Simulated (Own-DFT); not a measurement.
# Reading a pressure off an energy slope: alpha-quartz SiO2, 70 atoms (O46Si24), with two O vacancies

These are calculations. Each geometry was run twice at fixed positions with Own-DFT, a retired in-house plane-wave program that no person has reviewed: with PBE, and with HSE06 (exact exchange share 0.25 at short range, screening 0.11 per bohr, Gygi-Baldereschi treatment of its divergence). Both used PseudoDojo norm-conserving files made for PBE, a cutoff of 48 hartree, the Gamma point alone, fixed occupations, a neutral cell and no spin. One k point on a cell 8.5 Å thick isn't converged, and results move with the size of the cell. The oxygen file's force components were 24 meV/Å off all-electron values in a glass.

Unstrained cell vectors in Å: (9.827, 0.000, 0.000); (-4.913, 8.510, 0.000); (0.000, 0.000, 10.810), volume V0 = 904.1 Å³, from measured lattice constants. Each geometry has its own random strain of a few per cent, its own defect sites and random moves of rms u per axis. HSE06 gave the energy alone. D is its energy less that of PBE, over the lowest D shown. The PBE stress wasn't checked against mesh or cutoff.

```
run  V - V0 (Å³)   u (Å)  P with PBE (GPa)  D (eV)
  1        -16.2  0.0306             10.94   0.586
  2        -12.7  0.0307             11.05   0.572
  3        -31.1  0.0317             15.21   0.174
  4         -0.3  0.0287              8.12   0.942
  5          2.2  0.0301              7.97   1.000
  6        -17.0  0.0289             11.38   0.560
  7        -22.1  0.0321             13.08   0.403
  8        -36.1  0.0297             16.75   0.000
  9         -8.8  0.0295              8.83   0.815
 10         28.7  0.0314              1.97   1.782
 11         -2.2  0.0300              7.68   0.962
 12        -13.8  0.0286             10.12   0.716
 13         11.9  0.0294              4.75   1.332
 14          4.1  0.0297              6.09       ?
```

## Fit

D = 1.00 + 0.0268 (V - V0) eV, with an error of 0.0008 on the volume slope and a scatter of 0.05 eV. Pressure is -dE/dV, and 1 eV/Å³ is 160.2 GPa, so HSE06 changes the pressure by -4.3 ± 0.1 GPa. Turning this into a change of volume would need the relaxed stiffness: quartz yields by tilting its tetrahedra, which these fixed-ion runs don't allow.

## Prediction

Asked: what D should run 14 give?

The fitted form gives 1.11 eV, with rows scattering by 0.05. The run itself gave 1.191 eV.
